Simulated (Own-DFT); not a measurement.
# One host, several defects: D0_22 TiAl3

Everything here is calculated. The program is Own-DFT (plane waves, in-house, since retired, never reviewed by a person); positions were held fixed, and spin and spin-orbit coupling were off.

Common settings: PBE; PseudoDojo norm-conserving scalar-relativistic files; cutoff 42 hartree; 4 x 4 x 4 k mesh centred on Gamma; cold (Marzari-Vanderbilt) smearing of 0.2 eV.

Limits: forces on such cells failed a check on a denser k mesh; stress not checked against mesh or cutoff.

All runs share one cell, with vectors in Å (-2.365, -6.981, 4.326); (-7.667, 3.491, 1.442); (-2.950, -3.488, -7.241) and a volume of 625.4 Å³. The atoms are randomly displaced, by u rms on each axis. The defect's site can differ from row to row.

```
cell,formula,u (Å),P (GPa)
no defect,Al30Ti10,0.0192,1.97
no defect,Al30Ti10,0.0196,1.96
no defect,Al30Ti10,0.0506,2.65
two Ti on an Al site each,Al28Ti12,0.0302,3.37
two Ti on an Al site each,Al28Ti12,0.0516,3.56
two Ti on an Al site each,Al28Ti12,0.0554,3.94
two Al on a Ti site each,Al32Ti8,0.0280,2.86
two Al on a Ti site each,Al32Ti8,0.0293,2.93
two Al on a Ti site each,Al32Ti8,0.0543,3.58
two Al vacancies,Al28Ti10,0.0265,1.09
two Al vacancies,Al28Ti10,0.0291,1.09
two Al vacancies,Al28Ti10,0.0450,1.46
two Al vacancies,Al28Ti10,0.0516,?
```

## Working it out

P = P0 + c u² + a shift for each defect gives P0 = 1.88 GPa, c = 288 ± 30 GPa/Å² and a scatter of 0.09 GPa. The shifts, and each times the cell's volume:

- two Ti on an Al site each: 1.11 ± 0.08 GPa, 4.3 eV (2.2 eV for each of its 2 sites)
- two Al on a Ti site each: 0.81 ± 0.08 GPa, 3.1 eV (1.6 eV for each of its 2 sites)
- two Al vacancies: -1.00 ± 0.08 GPa, -3.9 eV (-2.0 eV for each of its 2 sites)

Positive is outwards. The product with the volume (160.2 GPa Å³ to the eV) is nearly free of the cell's size; divided by the bulk modulus at the cell's pressure it gives the volume that the defect adds. The atoms around the defects weren't relaxed, which would change these numbers.

## Prediction

The question: what pressure belongs in the blank (two Al vacancies, u = 0.0516 Å)?

Estimate: 1.64 ± 0.12 GPa. Computed: 1.78 GPa.
